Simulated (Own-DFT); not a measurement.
# What a defect does to the pressure of its cell: grey tin

The numbers are computed, not measured, by runs of the plane-wave DFT program Own-DFT (in-house, retired, unreviewed) at fixed positions, with no spin and no spin-orbit coupling.

Settings: PBE; PseudoDojo norm-conserving scalar-relativistic files; cutoff 42 hartree; 3 x 3 x 3 k mesh centred on Gamma; cold (Marzari-Vanderbilt) smearing of 0.2 eV.

Keep in mind (not all hold for every row): not probed for a lower state with spin; forces on such cells moved up to 12 meV/angstrom on a denser k mesh; stress not checked against mesh or cutoff.

All runs share one cell, with vectors in Å (12.978, 0.000, 0.000); (0.000, 12.978, 0.000); (0.000, 0.000, 12.978) and a volume of 2185.9 Å³. Atoms were moved at random from their sites; u is the rms move along one axis. The defect's site can differ from row to row.

| cell | formula | u (Å) | P (GPa) |
|---|---|---|---|
| no defect | Sn64 | 0.0206 | 3.38 |
| no defect | Sn64 | 0.0499 | 3.59 |
| no defect | Sn64 | 0.0529 | 3.68 |
| one Sn vacancy | Sn63 | 0.0291 | 3.30 |
| one Sn vacancy | Sn63 | 0.0482 | 3.39 |
| one Sn vacancy | Sn63 | 0.0518 | 3.39 |
| two Sn vacancies | Sn62 | 0.0275 | 3.14 |
| two Sn vacancies | Sn62 | 0.0306 | ? |
| two Sn vacancies | Sn62 | 0.0458 | 3.40 |
| two Sn vacancies | Sn62 | 0.0523 | 3.36 |

## Working it out

P = P0 + c u² + a shift for each defect gives P0 = 3.35 GPa, c = 102 ± 20 GPa/Å² and a scatter of 0.05 GPa. The shifts, and each times the cell's volume:

- one Sn vacancy: -0.20 ± 0.04 GPa, -2.7 eV
- two Sn vacancies: -0.24 ± 0.04 GPa, -3.3 eV (-1.7 eV for each of its 2 sites)

A positive shift means that the defect pushes the cell outwards. Shift times volume (160.2 GPa Å³ is 1 eV) depends little on the cell's size, so, taken for each site, it can be compared between cells at like pressure. The atoms around the defects weren't relaxed, which would change these numbers.

## The run left out

Q: what pressure belongs in the blank (two Sn vacancies, u = 0.0306 Å)?

From the fit: 3.21 ± 0.07 GPa. The run itself gave 3.12 GPa.
